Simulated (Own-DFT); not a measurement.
# What a defect does to the pressure of its cell: monoclinic HfO2

Source: density functional calculations with Own-DFT, an unreviewed in-house program that is no longer used. Nothing was measured or relaxed, and spin and spin-orbit coupling are left out.

Method: PBE; PseudoDojo norm-conserving scalar-relativistic files; cutoff 72 hartree; 2 x 2 x 2 k mesh centred on Gamma; Fermi-Dirac smearing of 0.1 eV.

Keep in mind (not all hold for every row): not probed for a lower state with spin; hafnium file: forces about 75 meV/angstrom off all-electron values; oxygen file: force components 24 meV/angstrom off all-electron in a glass; forces on such cells passed a denser k mesh, each cell not checked; stress not checked against mesh or cutoff.

All runs share one cell, with vectors in Å (10.234, 0.000, 0.000); (0.000, 10.350, 0.000); (-1.696, 0.000, 10.445) and a volume of 1106.4 Å³. The atoms are randomly displaced, by u rms on each axis. The defect's site can differ from row to row.

```
cell,formula,u (Å),P (GPa)
no defect,Hf32O64,0.0195,4.14
no defect,Hf32O64,0.0200,3.97
no defect,Hf32O64,0.0478,5.88
one O vacancy,Hf32O63,0.0296,4.29
one O vacancy,Hf32O63,0.0472,5.86
one O vacancy,Hf32O63,0.0478,4.89
one Si on a Hf site,Hf31O64Si,0.0315,2.76
one Si on a Hf site,Hf31O64Si,0.0496,3.70
one Si on a Hf site,Hf31O64Si,0.0535,4.00
two Al on a Hf site each and one O vacancy,Al2Hf30O63,0.0286,?
two Al on a Hf site each and one O vacancy,Al2Hf30O63,0.0303,1.89
two Al on a Hf site each and one O vacancy,Al2Hf30O63,0.0471,3.21
two Al on a Hf site each and one O vacancy,Al2Hf30O63,0.0527,3.42
two O vacancies,Hf32O62,0.0323,3.92
two O vacancies,Hf32O62,0.0494,5.82
two O vacancies,Hf32O62,0.0518,5.17
```

## Fit

P = P0 + c u² + a shift for each defect gives P0 = 3.80 GPa, c = 846 ± 117 GPa/Å² and a scatter of 0.35 GPa. The shifts, and each times the cell's volume:

- one O vacancy: -0.31 ± 0.30 GPa, -2.1 eV (not resolved)
- two O vacancies: -0.58 ± 0.31 GPa, -4.0 eV (-2.0 eV for each of its 2 sites) (not resolved)
- one Si on a Hf site: -2.10 ± 0.31 GPa, -14.5 eV
- two Al on a Hf site each and one O vacancy: -2.63 ± 0.31 GPa, -18.1 eV

Against the defect-free cell, a freed cell would be larger where the shift is positive and smaller where it is negative (160.2 GPa Å³ is 1 eV). The atoms around the defects weren't relaxed, which would change these numbers.

## Prediction

Question: what pressure belongs in the blank (two Al on a Hf site each and one O vacancy, u = 0.0286 Å)?

Estimate: 1.87 ± 0.43 GPa. DFT gave 1.63 GPa.
